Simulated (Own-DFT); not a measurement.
GaP (zincblende, atoms displaced) (calculated)

All values are calculated (Own-DFT development build). A calculation, not a measurement: plane-wave PBE density functional theory by an unreviewed code, no spin, of a simulated periodic cell, stress positive in tension, free energy of the whole cell less one offset for each atom, forces on such cells passed a denser k mesh, this cell's mesh not checked; offsets are fitted by least squares, one for each functional and potential file, so energies compare only between cells with the same atoms and settings and are not formation energies; the far tail of each file's local potential was reset to the Coulomb form; each entry is a single point on an unrelaxed cell, so the pressure reflects the starting lattice, mostly measured values (interpolated for alloys), from which strain is counted, and rises with the displacements; printed positions are rounded, which can move forces by about a meV/angstrom; the program, named Own-DFT, is a retired in-house code; no spin-orbit coupling.

## GaP (zincblende, atoms displaced)

```
GaP
1.0
     16.3515     0.0000     0.0000
      0.0000    10.9010     0.0000
      0.0000     0.0000    10.9010
Ga P Ga P Ga P Ga P Ga P Ga P Ga P Ga P Ga P Ga P Ga P Ga P
4 4 4 4 4 4 4 4 4 4 4 4 4 4 4 4 4 4 4 4 4 4 4 4
Direct
  0.99977 0.98600 0.01543
  0.00288 0.24320 0.24805
  0.16186 0.98586 0.25365
  0.16974 0.24286 0.00837
  0.08899 0.13097 0.12270
  0.07861 0.38687 0.36700
  0.24174 0.12953 0.38841
  0.25348 0.36455 0.12845
  0.00696 0.01392 0.49473
  0.00575 0.25176 0.73744
  0.17321 0.99911 0.74754
  0.16049 0.23443 0.50025
  0.08629 0.13174 0.63270
  0.08098 0.37331 0.88616
  0.24305 0.11742 0.87732
  0.24312 0.38259 0.64112
  0.00108 0.51090 0.00591
  0.98705 0.74246 0.25283
  0.18313 0.50092 0.23759
  0.15626 0.74131 0.00274
  0.08557 0.62603 0.11214
  0.08266 0.89300 0.36642
  0.24847 0.62421 0.37918
  0.25272 0.88190 0.13336
  0.00290 0.49203 0.48492
  0.01169 0.74245 0.73501
  0.17235 0.48892 0.74674
  0.15847 0.75286 0.49198
  0.08120 0.63024 0.62163
  0.07995 0.87997 0.86883
  0.25955 0.62252 0.87751
  0.24667 0.88400 0.62312
  0.34004 0.99517 0.00253
  0.32657 0.24790 0.25836
  0.49161 0.99728 0.25643
  0.50078 0.26133 0.01448
  0.40481 0.11319 0.13422
  0.42472 0.36243 0.37563
  0.58697 0.12792 0.38364
  0.58372 0.36966 0.12645
  0.32844 0.99444 0.49397
  0.32773 0.24406 0.75437
  0.51016 0.02298 0.75277
  0.49772 0.26732 0.48773
  0.41980 0.12868 0.63189
  0.41843 0.37741 0.89306
  0.58385 0.13100 0.87135
  0.58316 0.38174 0.63113
  0.34406 0.50196 0.99006
  0.33661 0.75476 0.25394
  0.50208 0.48030 0.24476
  0.49789 0.74279 0.00411
  0.41922 0.60350 0.12969
  0.42192 0.86406 0.37800
  0.58593 0.60808 0.35987
  0.58151 0.88093 0.13246
  0.34121 0.48851 0.50363
  0.34622 0.75899 0.74971
  0.50265 0.49000 0.74688
  0.49526 0.76690 0.50288
  0.41773 0.62381 0.61826
  0.41281 0.86745 0.88358
  0.58226 0.62231 0.86455
  0.58924 0.87239 0.62649
  0.66878 0.00752 0.99874
  0.65531 0.24253 0.24318
  0.82868 0.99026 0.25864
  0.82741 0.23753 0.98976
  0.74719 0.13563 0.12206
  0.75569 0.35477 0.37085
  0.90644 0.11689 0.37176
  0.90919 0.37946 0.15489
  0.67309 0.00654 0.50586
  0.67884 0.25973 0.74792
  0.83356 0.00542 0.75034
  0.83736 0.24403 0.50339
  0.74915 0.11189 0.63767
  0.75684 0.38137 0.88207
  0.91222 0.13262 0.86749
  0.92912 0.37247 0.62020
  0.65789 0.51916 0.00267
  0.67095 0.74799 0.26765
  0.83429 0.51063 0.23988
  0.83248 0.77242 0.00262
  0.74969 0.60875 0.12987
  0.74063 0.88571 0.36292
  0.91058 0.65353 0.38112
  0.91793 0.88227 0.14063
  0.67266 0.49706 0.51501
  0.67305 0.75468 0.74559
  0.82627 0.50228 0.74333
  0.83370 0.74499 0.50794
  0.75626 0.64453 0.64146
  0.75086 0.87853 0.87553
  0.90723 0.63110 0.85864
  0.91915 0.88109 0.62962
```

* functional: PBE
* potential files: PseudoDojo norm-conserving, scalar-relativistic, standard set
* wave cutoff: 42 hartree
* occupations: Fermi-Dirac
* smearing width: 0.1 eV
* k mesh: 2 x 3 x 3 centred on Gamma
* free energy of cell above offsets: -35.835 eV
* pressure: 5.47 GPa
* stress xx: -5.54 GPa
* stress yy: -5.18 GPa
* stress zz: -5.68 GPa
* stress yz: -0.68 GPa
* stress xz: 0.84 GPa
* stress xy: 1.23 GPa

Force:
```
element  x (eV/Å)  y (eV/Å)  z (eV/Å)
     Ga     0.586     1.951    -1.636
     Ga    -0.955     0.476     0.575
     Ga     2.485      3.06    -2.019
     Ga     0.079     1.192    -1.302
      P    -1.325    -2.012     1.001
      P     2.658    -2.096    -1.402
      P      1.56    -1.497     -2.06
      P     0.764     0.741    -1.401
     Ga    -1.485     -0.31     0.699
     Ga    -0.573     0.513      2.57
     Ga    -1.581     0.112     0.466
     Ga    -0.464     3.495     0.595
      P     0.007    -1.949    -0.305
      P     0.509     0.017    -0.692
      P     1.724     0.391     0.804
      P     3.599    -3.856    -4.328
     Ga    -2.339    -1.347    -1.093
     Ga     3.131     1.197    -1.312
     Ga    -1.901     0.479     0.683
     Ga     3.015     2.615    -2.297
      P    -1.198    -1.013     3.963
      P    -2.458    -3.479      2.02
      P     0.974     0.069    -0.007
      P    -0.354    -1.139    -0.811
     Ga    -1.493     2.409     1.526
     Ga    -3.174     2.077     2.478
     Ga    -3.242     3.691     3.689
     Ga     0.541      0.46     0.208
      P     2.075    -2.915     -1.89
      P      0.52    -0.649     0.425
      P    -1.421     0.807    -0.621
      P     0.838    -2.165    -0.407
     Ga     -1.97    -0.109     -0.68
     Ga     0.385    -0.746      0.51
     Ga     1.365     0.556     -0.09
     Ga    -0.948    -2.447    -0.976
      P     1.648     1.939     0.409
      P    -4.106     2.754    -2.859
      P    -1.447    -0.459    -0.154
      P     1.148     1.102    -0.611
     Ga     0.998     0.714     0.486
     Ga     0.398     0.476     0.486
     Ga    -1.428    -2.622    -0.996
     Ga     3.497     -3.63      4.19
      P    -0.672     0.237      -1.4
      P     0.918    -1.952    -3.069
      P     1.475     1.925     2.039
      P     1.005    -1.678    -1.121
     Ga    -2.246     0.683      1.69
     Ga    -0.499    -1.419     -0.47
     Ga     -0.17     1.056      0.65
     Ga     0.565     0.121     0.402
      P    -0.202     1.985     0.474
      P    -2.232     2.119    -0.878
      P     -0.16     0.853     2.187
      P     0.334    -0.755    -0.547
     Ga    -1.353     0.288    -0.136
     Ga    -2.206    -1.232    -1.053
     Ga    -1.526     1.064     1.064
     Ga     2.494     -2.89     1.251
      P     0.684     0.221     0.768
      P     2.312     1.345    -0.092
      P    -0.147     1.225      0.15
      P    -0.775     1.106    -0.192
     Ga    -0.765    -0.426     0.122
     Ga      1.69     0.047     1.039
     Ga     0.024     1.612    -1.532
     Ga     0.933     1.471     1.074
      P     0.195    -1.513     0.691
      P    -0.946     1.788      0.47
      P     2.113     0.563     0.391
      P     2.442    -1.979    -3.606
     Ga    -1.125    -0.674    -0.515
     Ga     -1.13    -0.116     0.561
     Ga     0.997    -1.342     0.769
     Ga     -0.24    -0.017     0.562
      P     0.332     2.183    -1.182
      P    -1.476     0.567    -0.289
      P     1.783    -0.783     0.507
      P    -2.356     0.907    -0.386
     Ga     0.703    -1.635    -0.235
     Ga    -1.468    -1.341    -2.319
     Ga    -0.194    -0.091     3.588
     Ga      0.45    -2.041     0.186
      P    -1.049     3.615      -1.2
      P     0.846    -0.706     2.934
      P     0.212    -4.424    -0.183
      P    -0.992    -0.752    -0.867
     Ga      0.34     0.389    -1.515
     Ga    -1.601     0.639     1.887
     Ga     1.695     -1.14     0.376
     Ga    -0.744     3.233     0.687
      P    -0.517     -2.35    -2.327
      P    -0.649     0.746    -0.001
      P     1.766     0.497     1.599
      P     0.487    -0.079    -0.838
```
